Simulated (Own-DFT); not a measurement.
Simulation results for GaN (wurtzite, strained, atoms displaced)

All values are calculated (Own-DFT development build). A calculation, not a measurement: plane-wave PBE density functional theory by an unreviewed code, no spin, of a simulated periodic cell, stress positive in tension, free energy of the whole cell less one offset for each atom, forces on such cells passed a denser k mesh, this cell's mesh not checked; offsets are fitted by least squares, one for each functional and potential file, so energies compare only between cells with the same atoms and settings and are not formation energies; the far tail of each file's local potential was reset to the Coulomb form; each entry is a single point on an unrelaxed cell, so the pressure reflects the starting lattice, mostly measured values (interpolated for alloys), from which strain is counted, and rises with the displacements; printed positions are rounded, which can move forces by about a meV/angstrom; the program, named Own-DFT, is a retired in-house code; no spin-orbit coupling.

## GaN (wurtzite, strained, atoms displaced)

```
cell vectors (Å)
  12.7560     0.0000     0.0000
  -4.7835     8.2853     0.0000
   0.0000     0.0000    10.4218
atoms (fractions of the cell vectors)
Ga  0.08731  0.23160  0.00219
Ga  0.16598  0.11549  0.26304
N   0.08473  0.23408  0.18204
N   0.16226  0.11405  0.44067
Ga  0.07909  0.22271  0.49699
Ga  0.16410  0.11716  0.75249
N   0.08153  0.22667  0.69181
N   0.15942  0.11125  0.94209
Ga  0.08937  0.56080  0.99814
Ga  0.16981  0.44586  0.24783
N   0.08632  0.56280  0.18672
N   0.15948  0.44050  0.44148
Ga  0.08784  0.56270  0.50168
Ga  0.16927  0.43298  0.75544
N   0.08585  0.55285  0.68259
N   0.17076  0.44581  0.93316
Ga  0.09426  0.89744  0.00320
Ga  0.16847  0.77476  0.25786
N   0.08926  0.89499  0.18863
N   0.16589  0.77205  0.44002
Ga  0.08248  0.88119  0.50003
Ga  0.17180  0.77677  0.74215
N   0.07813  0.88710  0.69034
N   0.16453  0.77517  0.93763
Ga  0.33689  0.22960  0.99757
Ga  0.42330  0.12118  0.25228
N   0.32449  0.21539  0.17912
N   0.41622  0.10510  0.43925
Ga  0.33391  0.21665  0.49963
Ga  0.41589  0.11353  0.74347
N   0.33239  0.22369  0.68006
N   0.41582  0.10102  0.95308
Ga  0.33091  0.55158  0.99655
Ga  0.42174  0.43686  0.24432
N   0.33491  0.56011  0.19405
N   0.42029  0.43873  0.43566
Ga  0.32963  0.55356  0.51113
Ga  0.41725  0.44766  0.74708
N   0.33054  0.55134  0.68781
N   0.40914  0.45162  0.93582
Ga  0.33409  0.88692  0.99999
Ga  0.41110  0.77364  0.24436
N   0.33473  0.88913  0.18167
N   0.40725  0.76867  0.43671
Ga  0.33203  0.88656  0.50336
Ga  0.41447  0.77421  0.75141
N   0.33325  0.89112  0.68875
N   0.40926  0.78084  0.94169
Ga  0.58052  0.22722  0.99982
Ga  0.66375  0.10719  0.25043
N   0.57729  0.21270  0.19227
N   0.67520  0.12468  0.44296
Ga  0.58184  0.22448  0.50993
Ga  0.66688  0.10556  0.75006
N   0.59003  0.22801  0.68747
N   0.66201  0.10678  0.93061
Ga  0.58736  0.55652  0.99335
Ga  0.66655  0.44762  0.25071
N   0.57739  0.54527  0.18228
N   0.66796  0.44410  0.44716
Ga  0.57917  0.55226  0.50199
Ga  0.67349  0.44766  0.75060
N   0.57680  0.55274  0.68598
N   0.66955  0.45429  0.94240
Ga  0.58686  0.88301  0.00075
Ga  0.67130  0.78276  0.24779
N   0.59229  0.89343  0.18380
N   0.66391  0.77384  0.43484
Ga  0.58257  0.88582  0.50492
Ga  0.67126  0.78147  0.74862
N   0.57983  0.88035  0.69143
N   0.66352  0.77210  0.93559
Ga  0.83945  0.22675  0.99543
Ga  0.91502  0.10902  0.25198
N   0.84026  0.22276  0.18163
N   0.91086  0.10692  0.44961
Ga  0.83325  0.21833  0.50485
Ga  0.90981  0.11092  0.74629
N   0.83821  0.23066  0.68178
N   0.91164  0.11105  0.93910
Ga  0.83259  0.56552  0.00497
Ga  0.92020  0.44284  0.24484
N   0.83782  0.56021  0.19091
N   0.91561  0.43190  0.44465
Ga  0.83557  0.55178  0.49778
Ga  0.91925  0.44397  0.74829
N   0.82645  0.55679  0.69379
N   0.91734  0.44884  0.93214
Ga  0.83608  0.89449  0.99729
Ga  0.91340  0.78188  0.24615
N   0.83456  0.88420  0.18356
N   0.91754  0.77974  0.42984
Ga  0.83514  0.88437  0.49637
Ga  0.90993  0.77032  0.74547
N   0.84351  0.88687  0.68128
N   0.92030  0.77080  0.94000
```

Here we set functional PBE, potential files PseudoDojo norm-conserving, scalar-relativistic, standard set with the stringent files for Ga, wave cutoff 96 hartree, occupations Gaussian, smearing width 0.01 eV and k mesh 3 x 4 x 3 centred on Gamma.

Results for GaN (wurtzite, strained, atoms displaced): free energy of cell above offsets -5.013 eV; pressure 6.03 GPa; stress xx -5.59 GPa; stress yy -6.83 GPa; stress zz -5.68 GPa; stress yz 0.25 GPa; stress xz 0.71 GPa; stress xy 0.69 GPa.

Force:
| element | x (eV/Å) | y (eV/Å) | z (eV/Å) |
| --- | --- | --- | --- |
| Ga | -0.654 | -1.026 | -0.593 |
| Ga | -0.08 | -0.355 | -2.602 |
| N | 0.168 | -1.524 | 1.667 |
| N | 0.966 | -0.652 | 0.92 |
| Ga | -0.04 | 0.096 | 1.187 |
| Ga | 0.255 | -1.172 | -0.197 |
| N | -0.037 | -1.4 | -0.863 |
| N | 1.345 | 0.824 | -0.994 |
| Ga | -0.936 | -0.434 | -0.055 |
| Ga | -0.601 | 0.659 | 0.963 |
| N | 0.417 | -0.794 | -0.023 |
| N | 1.195 | 0.512 | -0.774 |
| Ga | -0.552 | -2.219 | -0.192 |
| Ga | -1.461 | 1.571 | -1.241 |
| N | 0.143 | 0.246 | 1.365 |
| N | -0.984 | -0.011 | 1.171 |
| Ga | -0.918 | -1.086 | -0.068 |
| Ga | -0.246 | 1.155 | -1.672 |
| N | -0.521 | -0.278 | 0.944 |
| N | -0.138 | 1.401 | 0.129 |
| Ga | -0.859 | 0.907 | 0.334 |
| Ga | -1.984 | -0.468 | 1.463 |
| N | 1.087 | 0.18 | -0.545 |
| N | 0.756 | 0.836 | -0.882 |
| Ga | -0.513 | -1.101 | -0.357 |
| Ga | -1.96 | -2.075 | -0.366 |
| N | 0.969 | 0.675 | 1.749 |
| N | -0.118 | 0.322 | 0.122 |
| Ga | -0.673 | 0.539 | -0.89 |
| Ga | 0.476 | 0.248 | 1.383 |
| N | -0.1 | -0.15 | 1.796 |
| N | -1.302 | 2.522 | -2.699 |
| Ga | -0.958 | 1.928 | 1.705 |
| Ga | -2.303 | 0.008 | 0.927 |
| N | 0.856 | -1.537 | -1.458 |
| N | -1.344 | -0.149 | -0.049 |
| Ga | 0.259 | -0.721 | -2.838 |
| Ga | -0.113 | -0.62 | 0.319 |
| N | 0.116 | 0.585 | 1.122 |
| N | 3.001 | -1.173 | -0.713 |
| Ga | -1.687 | -0.421 | 0.511 |
| Ga | 0.769 | 1.2 | 0.732 |
| N | -0.382 | 0.326 | 1.904 |
| N | 1.024 | 0.798 | 0.399 |
| Ga | 0.442 | -0.103 | -0.685 |
| Ga | -0.277 | 0.134 | 0.703 |
| N | 1.024 | 0.196 | -0.242 |
| N | 2.825 | -1.396 | -1.071 |
| Ga | 1.307 | -0.582 | 0.197 |
| Ga | 0.827 | 0.911 | 0.413 |
| N | 1.612 | 2.069 | -0.888 |
| N | -1.467 | -2.134 | -0.596 |
| Ga | 0.725 | -0.104 | -1.887 |
| Ga | -0.202 | 0.659 | -0.441 |
| N | -0.749 | -0.881 | 1.537 |
| N | 0.448 | 0.522 | 1.474 |
| Ga | -1.89 | -0.139 | 0.804 |
| Ga | 0.75 | -0.615 | 0.601 |
| N | 1.341 | 1.688 | -0.214 |
| N | -0.469 | 0.215 | -1.255 |
| Ga | 0.744 | 0.261 | -0.437 |
| Ga | -2.348 | -0.761 | 0.573 |
| N | 1.45 | 0.69 | 0.791 |
| N | 0.509 | -1.692 | -0.964 |
| Ga | -1.653 | 0.929 | -0.628 |
| Ga | -0.496 | -1.149 | 0.167 |
| N | -0.983 | -0.803 | 0.599 |
| N | 0.282 | 0.353 | 0.365 |
| Ga | -0.475 | 0.357 | -1.258 |
| Ga | 0.339 | -0.852 | -0.37 |
| N | 0.159 | 0.689 | -0.385 |
| N | 0.861 | 0.822 | -0.265 |
| Ga | -1.82 | 0.308 | 0.089 |
| Ga | 0.384 | 0.381 | 0.05 |
| N | -1.344 | -0.181 | 0.678 |
| N | 0.999 | -0.371 | -1.983 |
| Ga | -0.198 | 0.463 | -0.91 |
| Ga | 1.371 | -0.097 | 0.45 |
| N | -0.767 | -1.347 | 1.838 |
| N | 1.424 | 0.001 | -1.085 |
| Ga | 1.462 | -1.241 | -0.106 |
| Ga | -0.267 | 0.044 | 0.985 |
| N | -0.592 | -0.895 | 0.076 |
| N | -0.106 | 2.073 | -1.28 |
| Ga | -0.082 | 0.069 | 0.146 |
| Ga | -0.276 | 1.095 | -0.002 |
| N | 2.642 | -0.244 | -1.849 |
| N | 0.21 | -0.141 | 1.035 |
| Ga | 0.751 | -1.022 | -0.342 |
| Ga | 2.493 | -0.333 | -0.017 |
| N | -1.141 | 1.208 | 0.074 |
| N | 0.488 | -0.735 | 0.919 |
| Ga | -0.626 | -0.273 | 0.008 |
| Ga | 1.948 | 0.64 | 1.879 |
| N | -2.913 | 0.851 | 0.541 |
| N | -1.014 | 2.288 | -0.576 |
